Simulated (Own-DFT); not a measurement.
# What random displacements cost in zincblende GaP, 96 atoms (Ga48P48)

All numbers below are calculated, not measured. The program, named Own-DFT, is a retired in-house plane-wave density functional code that no person has reviewed. Each row is one single-point run on a periodic cell that was not relaxed, without spin or spin-orbit coupling.

Settings of every run: PBE; PseudoDojo norm-conserving scalar-relativistic files; cutoff 42 hartree; 2 x 3 x 3 k mesh centred on Gamma; Fermi-Dirac smearing of 0.1 eV.

Known limits, some of them of some rows only: some atoms lie very close together; forces on such cells moved up to 12 meV/angstrom on a denser k mesh; forces on such cells passed a denser k mesh, each cell not checked; stress not checked against mesh or cutoff.

Cell vectors in Å: (16.352, 0.000, 0.000); (0.000, 10.901, 0.000); (0.000, 0.000, 10.901). In each run every atom was moved at random and independently from its ideal site; u is the rms move along one axis. E is the free energy for each atom above the fitted value at u = 0, and F the rms of the force components.

```
run   u (Å)  E (meV/atom)  F (eV/Å)  largest force (eV/Å)  P (GPa)
  1  0.0194           6.7     0.273                  0.86     2.71
  2  0.0206             ?         ?                     ?        ?
  3  0.0210           8.1     0.306                  1.06     2.73
  4  0.0481          41.3     0.699                  2.52     3.18
  5  0.0494          40.5     0.660                  2.31     3.18
  6  0.0530          46.5     0.738                  2.54     3.32
  7  0.0993         173.8     1.630                  9.14     5.09
  8  0.1011         186.0     1.690                  8.66     5.27
  9  0.1049         199.5     1.686                  7.22     5.54
 10  0.1470         351.1     2.452                 16.69     7.15
 11  0.2017         699.6     3.661                 18.85    12.43
```

## Worked fit

For small independent moves the energy grows as E = (3/2) K u², with K the mean stiffness felt by one atom. The runs with u up to 0.11 Å give K = 11.7 ± 0.2 eV/Å², with residuals divided by u² + 0.0006 Å², since the noise grows with the moves. The scatter is 1.8 meV/atom at u = 0.05 Å. The forces follow F = G u with G = 15.0 eV/Å²; no force at u = 0 is resolved. G exceeds K because the moves of its neighbours add to the force on an atom, and stiffness differs between atoms. At u = 0.202 Å the parabola gives 716 meV/atom and the run 700. The pressure follows P = 2.59 + 262 u² GPa: at fixed volume, shortened bonds push harder than stretched ones pull.

## Withheld run

Question: what energy and rms force should run 2 give?

The fit gives 7 ± 1 meV/atom and about 0.31 eV/Å. The calculation gave 7.8 meV/atom and 0.297 eV/Å.
